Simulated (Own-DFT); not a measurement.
# A surface energy from a slab and the bulk: wurtzite AlN, m plane (10-10)

Source: density functional calculations with Own-DFT, an unreviewed in-house program that is no longer used. Nothing was measured or relaxed, and spin and spin-orbit coupling are left out.

Known weak points (not all hold for every row): some atoms lie very close together; forces not confirmed at this smearing and k mesh; k mesh not checked against a denser one.

Both sets of runs: PBE; PseudoDojo norm-conserving scalar-relativistic files; cutoff 42 hartree; Gaussian smearing of 0.01 eV. The slab has 128 atoms in 16 layers, two equal faces of 62.02 Å² as cut, 15 Å of vacuum, a dipole correction along the normal and a 6 x 3 x 1 mesh. The bulk cell has 128 atoms, the same measured lattice constants and a 3 x 3 x 3 mesh. In the slab only the 32 atoms nearest the faces were moved at random; u is their rms move along one axis. Energies are counted from -174.06 eV for each atom.

```
slab run   u (Å)  E (eV, cell)
       1  0.0471        20.724
       2  0.0471        21.392
       3  0.0490        21.472
       4  0.0496        21.617
       5  0.0517        19.962
       6  0.0888        24.822
       7  0.0964        26.823
       8  0.0987        29.501
       9  0.0987        30.524
      10  0.1000        27.008
      11  0.1050        30.685
      12  0.1097        28.032
```

```
bulk run   u (Å)  E (meV/atom)
       1  0.0191         -3.14
       2  0.0194         -1.37
       3  0.0203         -1.24
       4  0.0203         -1.10
       5  0.0205         -1.44
       6  0.0211         -0.59
       7  0.0938        284.25
       8  0.1008        339.40
       9  0.1038        358.00
      10  0.1057        326.25
```

Q: what is the energy of the unrelaxed surface?

## Solution

Take each set to u = 0 with E = a + b u². Residuals are scaled by 1/(u² + 0.0006 Å²) to tame the large moves. Slab: a = 18.86 ± 0.44 eV. Bulk: a = -15.0 ± 0.6 meV/atom. The excess is 18.86 - 128 x (-0.0150) = 20.78 ± 0.45 eV. Over two faces that is 168 meV/Å², or 2.68 ± 0.06 J/m². Relaxing the faces would lower the energy, and the unlike meshes and the reach from the smallest u down to zero add errors that aren't counted here.
